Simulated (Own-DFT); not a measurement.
GaN (wurtzite, strained, atoms displaced), SiC (2H silicon carbide, atoms displaced), SiC (4H silicon carbide, atoms displaced) (calculated)

Computed with Own-DFT development build. A calculation, not a measurement: plane-wave PBE density functional theory by an unreviewed code, no spin, of a simulated periodic cell, stress positive in tension, free energy of the whole cell less one offset for each atom, forces on such cells passed a denser k mesh, this cell's mesh not checked; offsets are fitted by least squares, one for each functional and potential file, so energies compare only between cells with the same atoms and settings and are not formation energies; the far tail of each file's local potential was reset to the Coulomb form; each entry is a single point on an unrelaxed cell, so the pressure reflects the starting lattice, mostly measured values (interpolated for alloys), from which strain is counted, and rises with the displacements; printed positions are rounded, which can move forces by about a meV/angstrom; the program, named Own-DFT, is a retired in-house code; no spin-orbit coupling.

Settings shared by all entries: functional PBE.

(1) 
```cif
# cell vector a (Å): 12.7560 0.0000 0.0000
# cell vector b (Å): -4.7835 8.2853 0.0829
# cell vector c (Å): 0.0000 0.1037 10.3700
data_GaN
_symmetry_space_group_name_H-M 'P 1'
_symmetry_Int_Tables_number 1
_cell_length_a 12.7560
_cell_length_b 9.5674
_cell_length_c 10.3705
_cell_angle_alpha 89.007
_cell_angle_beta 90.000
_cell_angle_gamma 119.999
_cell_volume 1095.87
loop_
_atom_site_label
_atom_site_type_symbol
_atom_site_fract_x
_atom_site_fract_y
_atom_site_fract_z
_atom_site_occupancy
Ga1 Ga 0.07699 0.20648 0.00302 1
Ga2 Ga 0.17237 0.10682 0.24249 1
N1 N 0.08560 0.22642 0.18685 1
N2 N 0.16951 0.11407 0.44040 1
Ga3 Ga 0.08168 0.21171 0.50003 1
Ga4 Ga 0.16984 0.12109 0.75258 1
N3 N 0.08108 0.22244 0.68167 1
N4 N 0.17120 0.11232 0.93737 1
Ga5 Ga 0.08349 0.55232 0.99777 1
Ga6 Ga 0.16532 0.44172 0.25457 1
N5 N 0.08218 0.56025 0.18741 1
N6 N 0.16346 0.45840 0.44094 1
Ga7 Ga 0.08031 0.55572 0.50122 1
Ga8 Ga 0.16820 0.44612 0.74921 1
N7 N 0.07661 0.54320 0.67932 1
N8 N 0.17311 0.45062 0.94078 1
Ga9 Ga 0.08422 0.88174 0.99528 1
Ga10 Ga 0.17038 0.78060 0.24656 1
N9 N 0.08164 0.88366 0.18735 1
N10 N 0.16501 0.77128 0.43592 1
Ga11 Ga 0.07969 0.89322 0.50090 1
Ga12 Ga 0.16993 0.78870 0.74602 1
N11 N 0.08003 0.89797 0.68392 1
N12 N 0.17074 0.78683 0.94158 1
Ga13 Ga 0.33340 0.22717 0.99650 1
Ga14 Ga 0.41719 0.11504 0.24767 1
N13 N 0.32809 0.21862 0.18679 1
N14 N 0.42057 0.11658 0.43567 1
Ga15 Ga 0.32792 0.22853 0.50489 1
Ga16 Ga 0.41662 0.10732 0.75267 1
N15 N 0.34286 0.22664 0.68900 1
N16 N 0.41486 0.11326 0.93679 1
Ga17 Ga 0.34101 0.56518 0.99974 1
Ga18 Ga 0.41944 0.44671 0.25525 1
N17 N 0.33332 0.55603 0.18999 1
N18 N 0.41885 0.43921 0.43116 1
Ga19 Ga 0.33698 0.55629 0.50235 1
Ga20 Ga 0.42031 0.44192 0.75872 1
N19 N 0.33595 0.56290 0.69359 1
N20 N 0.42642 0.45649 0.93806 1
Ga21 Ga 0.32925 0.88235 0.00511 1
Ga22 Ga 0.41518 0.77800 0.24599 1
N21 N 0.33471 0.88794 0.18877 1
N22 N 0.41761 0.77637 0.43890 1
Ga23 Ga 0.33222 0.88897 0.50391 1
Ga24 Ga 0.41335 0.77703 0.75381 1
N23 N 0.33783 0.89517 0.69342 1
N24 N 0.41842 0.77603 0.94871 1
Ga25 Ga 0.59069 0.21610 0.99394 1
Ga26 Ga 0.66225 0.10627 0.24990 1
N25 N 0.58781 0.22451 0.19388 1
N26 N 0.66574 0.10777 0.44000 1
Ga27 Ga 0.57820 0.22146 0.49591 1
Ga28 Ga 0.66916 0.11510 0.74333 1
N27 N 0.59283 0.22839 0.68602 1
N28 N 0.66912 0.11099 0.93520 1
Ga29 Ga 0.57552 0.55751 0.99828 1
Ga30 Ga 0.66461 0.43900 0.25520 1
N29 N 0.58012 0.56312 0.18976 1
N30 N 0.67009 0.44757 0.43896 1
Ga31 Ga 0.58175 0.54800 0.49361 1
Ga32 Ga 0.66112 0.44016 0.75368 1
N31 N 0.58670 0.56176 0.68966 1
N32 N 0.66039 0.44319 0.94162 1
Ga33 Ga 0.58447 0.90113 0.00447 1
Ga34 Ga 0.66709 0.77053 0.25469 1
N33 N 0.58091 0.90029 0.19002 1
N34 N 0.66799 0.78109 0.43452 1
Ga35 Ga 0.58922 0.89610 0.50681 1
Ga36 Ga 0.66089 0.76190 0.74083 1
N35 N 0.58643 0.88798 0.68308 1
N36 N 0.66932 0.78721 0.94167 1
Ga37 Ga 0.83139 0.22372 0.00459 1
Ga38 Ga 0.90781 0.10998 0.23831 1
N37 N 0.83982 0.23245 0.18439 1
N38 N 0.91883 0.11506 0.44971 1
Ga39 Ga 0.83682 0.22781 0.49558 1
Ga40 Ga 0.91405 0.10360 0.75092 1
N39 N 0.83537 0.21880 0.69044 1
N40 N 0.91552 0.11714 0.94090 1
Ga41 Ga 0.83342 0.55715 0.99622 1
Ga42 Ga 0.92049 0.45221 0.25485 1
N41 N 0.83636 0.55255 0.18951 1
N42 N 0.92191 0.44872 0.44081 1
Ga43 Ga 0.83893 0.56534 0.50150 1
Ga44 Ga 0.90782 0.44744 0.74563 1
N43 N 0.83550 0.55126 0.69932 1
N44 N 0.91831 0.44485 0.93221 1
Ga45 Ga 0.83620 0.88425 0.99564 1
Ga46 Ga 0.91461 0.77973 0.24810 1
N45 N 0.83331 0.88829 0.18150 1
N46 N 0.91174 0.78088 0.44607 1
Ga47 Ga 0.82843 0.88849 0.50816 1
Ga48 Ga 0.92280 0.77953 0.75086 1
N47 N 0.83530 0.89248 0.68897 1
N48 N 0.91725 0.77671 0.93580 1
_calc_potential_files 'PseudoDojo norm-conserving, scalar-relativistic, standard set with the stringent files for Ga'
_calc_wave_cutoff 96  # hartree
_calc_occupations 'Gaussian'
_calc_smearing_width 0.01  # eV
_calc_k_mesh '3 x 4 x 3 centred on Gamma'
_calc_free_energy_of_cell_above_offsets '-4.698'  # eV
_calc_pressure 7.1  # GPa
_calc_stress_xx -6.95  # GPa
_calc_stress_yy -7.1  # GPa
_calc_stress_zz -7.24  # GPa
_calc_stress_yz 1.33  # GPa
_calc_stress_xz -0.52  # GPa
_calc_stress_xy 0.13  # GPa
```

Force:
```tsv
element	x (eV/Å)	y (eV/Å)	z (eV/Å)
Ga	0.153	2.023	-0.396
Ga	-2.539	-0.362	1.161
N	-0.009	-1.199	0.631
N	-0.035	-0.425	-1.089
Ga	-0.819	1.945	-0.62
Ga	-0.133	-0.205	-0.756
N	0.882	0.16	1.693
N	-0.821	-0.386	0.068
Ga	-0.111	0.037	0.169
Ga	-0.31	0.689	-0.353
N	0.889	-0.251	-0.225
N	2.828	-2.131	-0.398
Ga	0.344	0.509	-0.209
Ga	-0.753	-0.357	0.196
N	-0.104	1.859	2.428
N	0.007	-0.869	-0.468
Ga	-1.006	0.927	0.977
Ga	-0.357	-0.753	0.715
N	-0.211	0.602	-0.245
N	-0.683	1.95	0.491
Ga	0.983	-0.704	-0.998
Ga	-0.43	-1.512	0.192
N	1.787	0.209	0.908
N	0.358	-1.622	-1.495
Ga	0.809	0.058	0.594
Ga	0.375	-0.436	-0.005
N	1.914	1.516	-0.645
N	-1.637	-0.735	0.375
Ga	1.723	-0.866	-0.53
Ga	0.867	1.146	-0.043
N	-1.224	0.054	0.333
N	0.895	-0.276	0.776
Ga	-0.799	-2.182	0.957
Ga	-1.125	-0.41	-2.095
N	0.285	-0.186	-0.069
N	-0.792	0.655	2.297
Ga	-0.975	0.176	-0.327
Ga	-0.714	0.788	-1.578
N	0.842	-1.239	-0.481
N	-2.611	-2.09	-0.017
Ga	0.657	1.189	-0.523
Ga	0.464	-0.428	1.31
N	-0.523	0.952	0.062
N	0.072	0.653	0.142
Ga	0.364	-0.215	-1.097
Ga	1.319	0.529	0.268
N	-0.409	-0.674	-0.698
N	-0.492	2.039	-1.64
Ga	-2.4	1.079	1.141
Ga	0.91	1.359	1.099
N	-0.947	-0.137	-1.287
N	0.037	1.459	-0.428
Ga	1.604	0.187	0.57
Ga	1.099	-0.934	0.287
N	-1.785	-0.526	-0.123
N	0.276	0.409	-0.538
Ga	3.193	1.911	1.421
Ga	0.262	1.116	-1.271
N	1.21	-1.402	-0.351
N	0.267	-0.105	0.423
Ga	-0.073	1.196	0.789
Ga	0.789	0.583	-0.017
N	-0.07	-3.489	-1.661
N	0.649	0.218	-0.02
Ga	1.107	-1.524	-0.209
Ga	-0.762	1.715	-1.189
N	1.316	-1.77	-0.331
N	-0.088	-0.672	1.309
Ga	-0.8	-1.281	-2.017
Ga	0.069	4.332	2.401
N	-0.783	-0.069	2.238
N	-0.246	-0.85	-0.818
Ga	0.504	0.621	-1.447
Ga	2.047	-0.044	1.732
N	-1.513	-0.311	1.173
N	-0.486	-0.95	-2.166
Ga	-0.308	-0.603	1.109
Ga	-0.261	1.41	0.215
N	-0.553	0.642	-0.583
N	0.679	-1.079	-0.318
Ga	0.088	-1.033	0.564
Ga	0.393	-0.452	-0.396
N	-1.574	0.773	-0.281
N	-1.817	-0.029	-0.394
Ga	-0.018	-1.457	0.553
Ga	4.585	-2.674	1.058
N	-3.935	2.496	-2.253
N	-0.509	0.198	0.803
Ga	-1.395	0.646	-0.16
Ga	0.441	-0.467	0.552
N	-0.305	-0.046	0.766
N	0.596	0.528	-1.256
Ga	0.164	0.699	-1.129
Ga	-1.513	-0.518	-0.32
N	0.077	-1.69	0.891
N	0.584	0.38	0.125
```

(2) 
```cif
# cell vector a (Å): 6.1654 0.0000 0.0000
# cell vector b (Å): -3.0827 5.3394 0.0000
# cell vector c (Å): 0.0000 0.0000 10.0681
data_SiC
_symmetry_space_group_name_H-M 'P 1'
_symmetry_Int_Tables_number 1
_cell_length_a 6.1654
_cell_length_b 6.1654
_cell_length_c 10.0681
_cell_angle_alpha 90.000
_cell_angle_beta 90.000
_cell_angle_gamma 120.000
_cell_volume 331.44
loop_
_atom_site_label
_atom_site_type_symbol
_atom_site_fract_x
_atom_site_fract_y
_atom_site_fract_z
_atom_site_occupancy
Si1 Si 0.99387 0.99073 0.00203 1
Si2 Si 0.16365 0.33142 0.24380 1
C1 C 0.00099 0.00648 0.18695 1
C2 C 0.16658 0.34111 0.43979 1
Si3 Si 0.00679 0.00918 0.49706 1
Si4 Si 0.16654 0.33150 0.74372 1
C3 C 0.00098 0.00676 0.68543 1
C4 C 0.17523 0.33702 0.93087 1
Si5 Si 0.99658 0.49125 0.99965 1
Si6 Si 0.16320 0.82856 0.25326 1
C5 C 0.00519 0.50787 0.18767 1
C6 C 0.16133 0.82963 0.43596 1
Si7 Si 0.99730 0.49970 0.49597 1
Si8 Si 0.17467 0.83710 0.75611 1
C7 C 0.00239 0.51255 0.68627 1
C8 C 0.16616 0.83288 0.94203 1
Si9 Si 0.49188 0.99401 0.00262 1
Si10 Si 0.66309 0.32444 0.25262 1
C9 C 0.50167 0.99886 0.18953 1
C10 C 0.66840 0.33978 0.43876 1
Si11 Si 0.49339 0.99483 0.50071 1
Si12 Si 0.66766 0.33620 0.74897 1
C11 C 0.50077 0.00981 0.69071 1
C12 C 0.66784 0.33217 0.94188 1
Si13 Si 0.49855 0.50009 0.00102 1
Si14 Si 0.66817 0.83474 0.25470 1
C13 C 0.50045 0.49543 0.18752 1
C14 C 0.65892 0.82839 0.43771 1
Si15 Si 0.50056 0.49796 0.50374 1
Si16 Si 0.66949 0.83406 0.75671 1
C15 C 0.50714 0.49996 0.68777 1
C16 C 0.66373 0.82609 0.93752 1
_calc_potential_files 'PseudoDojo norm-conserving, scalar-relativistic, standard set'
_calc_wave_cutoff 42  # hartree
_calc_occupations 'Fermi-Dirac'
_calc_smearing_width 0.1  # eV
_calc_hardware 'one NVIDIA H100'
_calc_k_mesh '5 x 5 x 3 centred on Gamma'
_calc_free_energy_of_cell_above_offsets '-4.805'  # eV
_calc_pressure 3.67  # GPa
_calc_stress_xx -1.72  # GPa
_calc_stress_yy -3.18  # GPa
_calc_stress_zz -6.1  # GPa
_calc_stress_yz -1  # GPa
_calc_stress_xz -0.11  # GPa
_calc_stress_xy -0.15  # GPa
_calc_wall_time 129.8  # s
```

Force:
```tsv
element	x (eV/Å)	y (eV/Å)	z (eV/Å)
Si	0.079	1.291	-0.76
Si	0.406	1.1	1.28
C	0.136	-1.256	0.518
C	0.699	-0.62	-0.993
Si	-0.892	-0.98	0.471
Si	-0.244	1.033	0.475
C	0.411	-1.007	0.478
C	-0.872	-1.007	1.178
Si	0.406	0.586	-0.155
Si	0.125	1.07	-0.998
C	-0.373	-1.35	-0.016
C	0.029	0.719	0.502
Si	-0.149	0.413	1.199
Si	-1.145	0.288	-1.056
C	0.631	-0.825	0.085
C	-0.2	-0.664	-0.174
Si	0.903	0.692	-0.102
Si	-0.045	1.136	-0.606
C	-0.28	-0.544	0.191
C	-0.116	-1.382	-0.092
Si	0.274	0.621	0.156
Si	0.675	0.366	0.84
C	0.872	-1.209	-0.25
C	-0.341	-0.415	-0.739
Si	0.52	-0.654	-0.135
Si	-0.14	-0.696	-1.042
C	-0.154	0.47	0.35
C	0.677	0.703	0.765
Si	-0.311	0.55	-0.694
Si	-0.217	0.264	-2.053
C	-1.048	0.558	0.32
C	-0.314	0.746	1.056
```

(3) 
```cif
# cell vector a (Å): 6.1654 0.0000 0.0000
# cell vector b (Å): -3.0827 5.3394 0.0000
# cell vector c (Å): 0.0000 0.0000 10.0681
data_SiC
_symmetry_space_group_name_H-M 'P 1'
_symmetry_Int_Tables_number 1
_cell_length_a 6.1654
_cell_length_b 6.1654
_cell_length_c 10.0681
_cell_angle_alpha 90.000
_cell_angle_beta 90.000
_cell_angle_gamma 120.000
_cell_volume 331.44
loop_
_atom_site_label
_atom_site_type_symbol
_atom_site_fract_x
_atom_site_fract_y
_atom_site_fract_z
_atom_site_occupancy
Si1 Si 0.97998 0.98783 0.40706 1
Si2 Si 0.16862 0.33871 0.16949 1
C1 C 0.98527 0.98738 0.09366 1
C2 C 0.16182 0.34631 0.35580 1
Si3 Si 0.00500 0.47972 0.38941 1
Si4 Si 0.19006 0.82549 0.16537 1
C3 C 0.97755 0.48275 0.10447 1
C4 C 0.15680 0.82659 0.34401 1
Si5 Si 0.50096 0.98002 0.40764 1
Si6 Si 0.66279 0.34463 0.13953 1
C5 C 0.51138 0.98934 0.08531 1
C6 C 0.68956 0.31753 0.33168 1
Si7 Si 0.49001 0.49584 0.41404 1
Si8 Si 0.67825 0.83670 0.16354 1
C7 C 0.51254 0.51039 0.09225 1
C8 C 0.67247 0.83288 0.36452 1
Si9 Si 0.99144 0.97030 0.90109 1
Si10 Si 0.84009 0.65773 0.66557 1
C9 C 0.99949 0.99399 0.57748 1
C10 C 0.84012 0.68459 0.85312 1
Si11 Si 0.97270 0.48843 0.90469 1
Si12 Si 0.84420 0.19111 0.64618 1
C11 C 0.00437 0.49468 0.60793 1
C12 C 0.84807 0.17328 0.83923 1
Si13 Si 0.50505 0.01249 0.89065 1
Si14 Si 0.33830 0.66897 0.66086 1
C13 C 0.50750 0.97078 0.60150 1
C14 C 0.31684 0.67185 0.82943 1
Si15 Si 0.50676 0.50449 0.92421 1
Si16 Si 0.33662 0.16712 0.65897 1
C15 C 0.52134 0.50468 0.60413 1
C16 C 0.32292 0.19322 0.83123 1
_calc_potential_files 'PseudoDojo norm-conserving, scalar-relativistic, standard set'
_calc_wave_cutoff 42  # hartree
_calc_occupations 'Fermi-Dirac'
_calc_smearing_width 0.1  # eV
_calc_hardware 'one NVIDIA H100'
_calc_k_mesh '5 x 5 x 3 centred on Gamma'
_calc_free_energy_of_cell_above_offsets '4.503'  # eV
_calc_pressure 10.81  # GPa
_calc_stress_xx -9.64  # GPa
_calc_stress_yy -11.9  # GPa
_calc_stress_zz -10.88  # GPa
_calc_stress_yz -1.35  # GPa
_calc_stress_xz 1.59  # GPa
_calc_stress_xy -0.54  # GPa
_calc_wall_time 121.1  # s
```

Force:
```tsv
element	x (eV/Å)	y (eV/Å)	z (eV/Å)
Si	4.213	1.517	-0.788
Si	-0.443	-1.79	-2.755
C	3.385	1.69	0.679
C	7.728	-4.555	-2.625
Si	-7.494	5.401	4.47
Si	-2.728	0.412	-2.82
C	3.858	2.645	-2.524
C	1.448	0.204	0.929
Si	-2.648	2.315	1.071
Si	1.126	-4.214	3.883
C	-1.627	0.966	0.271
C	-4.233	-0.785	0.937
Si	3.166	-0.471	0.851
Si	-0.761	0.252	-0.073
C	-2.776	-0.222	3.904
C	-1.772	-3.124	-4.644
Si	-0.746	9.637	3.22
Si	-0.372	1.866	-1.669
C	0.796	0.808	5.392
C	-0.813	-7.735	-2.478
Si	3.685	1.193	0.912
Si	1.384	-6.046	2.235
C	-0.111	3.752	-3.836
C	-1.249	-1.484	-0.273
Si	-0.146	-1.383	0.552
Si	0.975	-2.902	-1.742
C	-1.951	4.819	-2.265
C	0.709	0.125	6.243
Si	-2.884	0.741	-6.834
Si	0.054	-0.63	-3.319
C	-1.601	-1.383	-1.534
C	1.829	-1.621	4.627
```

(4) 
```cif
# cell vector a (Å): 6.1654 0.0000 0.0000
# cell vector b (Å): -3.0827 5.3394 0.0000
# cell vector c (Å): 0.0000 0.0000 10.0681
data_SiC
_symmetry_space_group_name_H-M 'P 1'
_symmetry_Int_Tables_number 1
_cell_length_a 6.1654
_cell_length_b 6.1654
_cell_length_c 10.0681
_cell_angle_alpha 90.000
_cell_angle_beta 90.000
_cell_angle_gamma 120.000
_cell_volume 331.44
loop_
_atom_site_label
_atom_site_type_symbol
_atom_site_fract_x
_atom_site_fract_y
_atom_site_fract_z
_atom_site_occupancy
Si1 Si 0.96414 0.97502 0.99722 1
Si2 Si 0.19968 0.33088 0.24598 1
C1 C 0.03121 0.02826 0.18667 1
C2 C 0.18162 0.33228 0.43612 1
Si3 Si 0.02674 0.01148 0.50608 1
Si4 Si 0.15099 0.32916 0.74133 1
C3 C 0.98670 0.99908 0.70607 1
C4 C 0.15347 0.33043 0.95528 1
Si5 Si 0.00145 0.49979 0.00916 1
Si6 Si 0.16442 0.83476 0.25255 1
C5 C 0.99701 0.50084 0.19595 1
C6 C 0.12719 0.82005 0.42812 1
Si7 Si 0.98389 0.48479 0.50677 1
Si8 Si 0.17167 0.81105 0.75132 1
C7 C 0.00151 0.52575 0.69586 1
C8 C 0.18041 0.83817 0.93484 1
Si9 Si 0.49055 0.98846 0.98907 1
Si10 Si 0.65129 0.32781 0.25387 1
C9 C 0.54890 0.02659 0.18893 1
C10 C 0.66246 0.31983 0.42373 1
Si11 Si 0.51030 0.01671 0.51124 1
Si12 Si 0.62682 0.30404 0.75818 1
C11 C 0.53835 0.02547 0.68408 1
C12 C 0.67427 0.34774 0.94171 1
Si13 Si 0.50546 0.47996 0.99197 1
Si14 Si 0.65489 0.83204 0.24005 1
C13 C 0.51753 0.53028 0.18505 1
C14 C 0.69530 0.86665 0.44345 1
Si15 Si 0.49255 0.52189 0.48068 1
Si16 Si 0.64893 0.81756 0.75314 1
C15 C 0.49331 0.50243 0.68306 1
C16 C 0.67088 0.84352 0.90598 1
_calc_potential_files 'PseudoDojo norm-conserving, scalar-relativistic, standard set'
_calc_wave_cutoff 42  # hartree
_calc_occupations 'Fermi-Dirac'
_calc_smearing_width 0.1  # eV
_calc_hardware 'one NVIDIA H100'
_calc_k_mesh '5 x 5 x 3 centred on Gamma'
_calc_free_energy_of_cell_above_offsets '5.926'  # eV
_calc_pressure 11.1  # GPa
_calc_stress_xx -4.03  # GPa
_calc_stress_yy -13.16  # GPa
_calc_stress_zz -16.1  # GPa
_calc_stress_yz -6.16  # GPa
_calc_stress_xz -0.91  # GPa
_calc_stress_xy 1.69  # GPa
_calc_wall_time 117.8  # s
```

Force:
```tsv
element	x (eV/Å)	y (eV/Å)	z (eV/Å)
Si	3.198	3.176	-0.025
Si	-4.503	2.587	0.646
C	-1.092	-4.893	-1.522
C	-2.507	0.048	-0.48
Si	-2.392	-0.478	0.971
Si	0.532	1.139	2.562
C	2.538	-0.836	-3.262
C	1.784	-0.819	-2.852
Si	0.345	0.805	0.283
Si	0.709	-0.223	-1.728
C	0.683	0.375	-0.604
C	3.915	-0.524	3.293
Si	0.048	1.554	-2.02
Si	-1.627	7.068	1.334
C	-0.361	-7.383	-3.076
C	-2.593	-1.664	0.542
Si	2.205	1.936	2.395
Si	2.689	2.69	-2.661
C	-4.839	-2.008	-3.169
C	-1.385	1.378	5.028
Si	-0.341	-1.462	-4.33
Si	0.714	6.171	-0.186
C	-2.02	-4.296	1.299
C	2.18	-3.179	-1.361
Si	-5.354	2.564	1.442
Si	3.967	3.704	4.067
C	1.336	-3.834	-1.481
C	-1.86	-1.721	-1.287
Si	4.103	0.809	3.225
Si	1.466	0.2	-10.6
C	-0.415	-1.682	-0.382
C	-1.123	-1.202	13.94
```
